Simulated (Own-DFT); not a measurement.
# Strain and stress in diamond-structure GeSn with randomly placed atoms, 64 atoms (Ge60Sn4)

All numbers below are calculated, not measured. They come from Own-DFT, an in-house plane-wave density functional program, since retired, whose code no person has reviewed. Each row is one single-point run on a periodic cell that was not relaxed, without spin or spin-orbit coupling.

Settings of every run: PBE; PseudoDojo norm-conserving scalar-relativistic files; cutoff 49 hartree; 3 x 3 x 3 k mesh centred on Gamma; Fermi-Dirac smearing of 0.1 eV.

Known limits: forces on such cells moved up to 12 meV/angstrom on a denser k mesh; stress not checked against mesh or cutoff.

Unstrained cell vectors in Å: (11.420, 0.000, 0.000); (0.000, 11.420, 0.000); (0.000, 0.000, 11.420). The unstrained cell has measured lattice constants (interpolated for alloys), not those of this functional. That, the random moves and any unrelaxed bonds set the pressure at no strain. Each run strains this cell uniformly, with the atoms carried along. Every atom was also moved at random, by a Gaussian of width 0.05 Å on each axis. The random placing of the alloy's atoms differs from row to row. Strain is the symmetric tensor, in per cent. Stress is positive in tension, and the pressure is minus a third of its trace.

| run | e_xx (%) | e_yy (%) | e_zz (%) | s_xx (GPa) | s_yy (GPa) | s_zz (GPa) | P (GPa) | E (meV/atom) |
|---|---|---|---|---|---|---|---|---|
| 1 | 0.50 | 0.50 | 0.00 | -4.22 | -4.26 | -4.34 | 4.27 | 25.6 |
| 2 | -1.25 | -1.25 | 0.00 | -7.33 | -7.22 | -6.42 | 6.99 | 53.0 |
| 3 | -2.00 | -2.00 | 0.00 | -8.74 | -8.60 | -7.52 | 8.28 | 66.9 |
| 4 | -0.25 | -0.25 | 0.00 | -5.26 | -5.37 | -5.27 | 5.30 | 29.1 |
| 5 | -2.50 | -2.50 | 0.00 | -9.66 | -9.41 | -7.87 | 8.98 | 61.9 |
| 6 | 2.00 | 2.00 | 0.00 | -1.65 | -1.67 | -2.68 | 2.00 | 0.0 |
| 7 | -1.50 | -1.50 | 0.00 | -7.41 | -7.53 | -6.56 | 7.17 | 38.4 |
| 8 | -3.00 | -3.00 | 0.00 | -10.78 | -10.73 | -8.68 | 10.06 | 80.0 |
| 9 | 1.75 | 1.75 | 0.00 | ? | ? | ? | ? | ? |

E is the free energy for each atom above the lowest run shown.

## Worked fit

The change of volume is close to e_xx + e_yy + e_zz. A straight line through the runs shown gives P = 5.06 - 80 x (fractional change of volume) GPa, with an error of 2 on the slope and a scatter of 0.19 GPa. The strain isn't the same on all axes, but the crystal is cubic, so the slope still estimates the bulk modulus, averaged over pressures from 2.0 to 10.1 GPa.

## Withheld run

Question: what pressure should run 9 give? Its volume changes by 3.53 %.

The line gives 2.2 GPa. The calculation gave 2.28 GPa.
